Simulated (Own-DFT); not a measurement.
# Response to strain: zincblende InP, 96 atoms (In48P48)

Everything here is calculated. The program is Own-DFT (plane waves, in-house, since retired, never reviewed by a person); positions were held fixed, and spin and spin-orbit coupling were off.

Common settings: PBE; PseudoDojo norm-conserving scalar-relativistic files; cutoff 36 hartree; 2 x 3 x 3 k mesh centred on Gamma; Fermi-Dirac smearing of 0.1 eV.

Keep in mind: forces not confirmed at this smearing and k mesh; stress not checked against mesh or cutoff.

Unstrained cell vectors in Å: (17.606, 0.000, 0.000); (0.000, 11.737, 0.000); (0.000, 0.000, 11.737). The unstrained cell has measured lattice constants (interpolated for alloys), not those of this functional. That, the random moves and any unrelaxed bonds set the pressure at no strain. The cell is deformed uniformly in each run, and the atoms keep their fractional places. Random moves of width 0.05 Å per axis were added to every atom. Strains are tensor components in per cent; tension counts as positive stress, and P is minus the mean normal stress.

| run | e_xx (%) | e_yy (%) | e_zz (%) | e_yz (%) | e_xz (%) | e_xy (%) | s_xx (GPa) | s_yy (GPa) | s_zz (GPa) | s_yz (GPa) | s_xz (GPa) | s_xy (GPa) | P (GPa) | E (meV/atom) |
|---|---|---|---|---|---|---|---|---|---|---|---|---|---|---|
| 1 | -1.53 | -2.00 | -0.60 | -1.14 | -1.98 | -1.78 | -7.53 | -7.76 | -7.15 | -2.04 | -3.45 | -3.79 | 7.48 | 64.6 |
| 2 | -1.60 | 1.13 | -1.06 | -0.40 | 1.77 | 0.96 | -5.33 | -4.24 | -5.18 | -0.65 | 3.18 | 1.17 | 4.92 | 24.0 |
| 3 | -1.98 | -1.16 | -1.90 | -0.54 | 1.24 | 1.38 | -8.09 | -7.77 | -8.11 | -1.44 | 3.07 | 2.21 | 7.99 | 58.7 |
| 4 | 1.95 | -1.72 | -1.82 | -1.99 | 1.77 | -0.54 | -4.21 | -5.58 | -5.60 | -2.91 | 3.10 | -0.17 | 5.13 | 38.1 |
| 5 | -0.37 | -1.50 | 0.66 | -1.39 | 0.86 | -0.49 | -4.58 | -4.92 | -4.20 | -2.15 | 1.56 | -0.10 | 4.57 | 16.6 |
| 6 | 0.99 | -0.34 | 1.58 | -0.23 | -0.49 | -1.99 | -2.13 | -2.58 | -1.93 | -0.37 | -0.89 | -2.79 | 2.22 | 7.4 |
| 7 | 1.64 | 1.18 | 1.44 | 1.58 | -1.26 | -0.63 | -0.82 | -0.99 | -0.92 | 1.89 | -1.76 | -0.75 | 0.91 | 0.0 |
| 8 | 1.50 | -0.78 | 1.78 | -0.46 | -1.56 | 0.98 | -1.87 | -2.65 | -1.70 | -0.68 | -2.17 | 1.33 | 2.08 | 8.2 |
| 9 | -0.07 | -0.13 | 0.06 | 0.38 | -1.80 | -1.96 | -4.04 | -4.02 | -3.93 | 0.18 | -2.39 | -3.15 | 4.00 | 21.8 |
| 10 | 0.84 | 1.98 | 0.22 | -0.35 | -0.89 | 1.24 | -1.74 | -1.21 | -2.00 | -0.20 | -1.38 | 1.70 | 1.65 | 4.3 |
| 11 | -0.12 | -0.58 | -1.69 | 0.47 | 1.96 | 0.43 | -5.51 | -5.66 | -6.04 | 1.06 | 3.23 | 1.06 | 5.74 | 34.4 |
| 12 | 1.82 | -1.98 | 1.33 | -0.62 | 1.93 | 1.60 | -2.48 | -3.86 | -2.67 | -0.73 | 2.24 | 2.50 | 3.00 | 17.4 |
| 13 | -0.81 | 2.00 | 0.55 | -0.73 | 1.61 | 1.45 | -3.00 | -1.84 | -2.47 | -0.75 | 1.76 | 1.77 | 2.44 | 5.1 |
| 14 | -0.76 | -1.02 | -1.37 | -0.66 | -0.98 | 0.49 | -6.09 | -6.22 | -6.51 | -1.36 | -1.71 | 0.76 | 6.27 | 37.7 |
| 15 | -1.49 | -0.02 | -0.50 | -1.12 | -0.18 | -0.82 | -5.53 | -5.05 | -5.32 | -2.21 | -0.14 | -0.95 | 5.30 | 29.2 |
| 16 | -0.66 | 0.70 | -0.10 | -0.99 | 1.90 | -1.69 | ? | ? | ? | ? | ? | ? | ? | ? |

E is the free energy per atom, counted from the lowest run shown.

## Fit

Regress every stress component on the fractional strains (shears doubled) of the visible runs, with a constant. Shear strains stay in the fit of a normal stress only where such slopes are resolved. The slopes, in GPa:

```
stress,at no strain,per e_xx,per e_yy,per e_zz,scatter
s_xx,-3.9,100 ± 5,66 ± 4,64 ± 5,0.20
s_yy,-3.9,63 ± 5,105 ± 4,65 ± 5,0.21
s_zz,-3.9,64 ± 4,65 ± 4,102 ± 5,0.18
```

The slope of each shear stress on twice its own strain, from a fit on all six strains: yz 70 ± 6, xz 76 ± 6, xy 71 ± 6 GPa. These are stiffnesses along x, y and z of the frame in which the cell vectors are given, which need not be the crystal's axes. The atoms are held to the strained lattice; where symmetry lets them move under strain, relaxing them would lower some slopes. Slopes across the diagonal should nearly agree, so their difference gauges the noise. A ninth of the table's sum, 77 ± 2 GPa, estimates the bulk modulus near the mean pressure of these runs, 4.2 GPa, so it lies above the value at zero pressure.

## The run left out

Question: what normal stresses and pressure should run 16 give?

The fitted form gives s_xx = -4.2, s_yy = -3.6, s_zz = -4.0 and P = 3.9 GPa. Computed: -4.17, -3.56, -3.96 and P = 3.90 GPa.
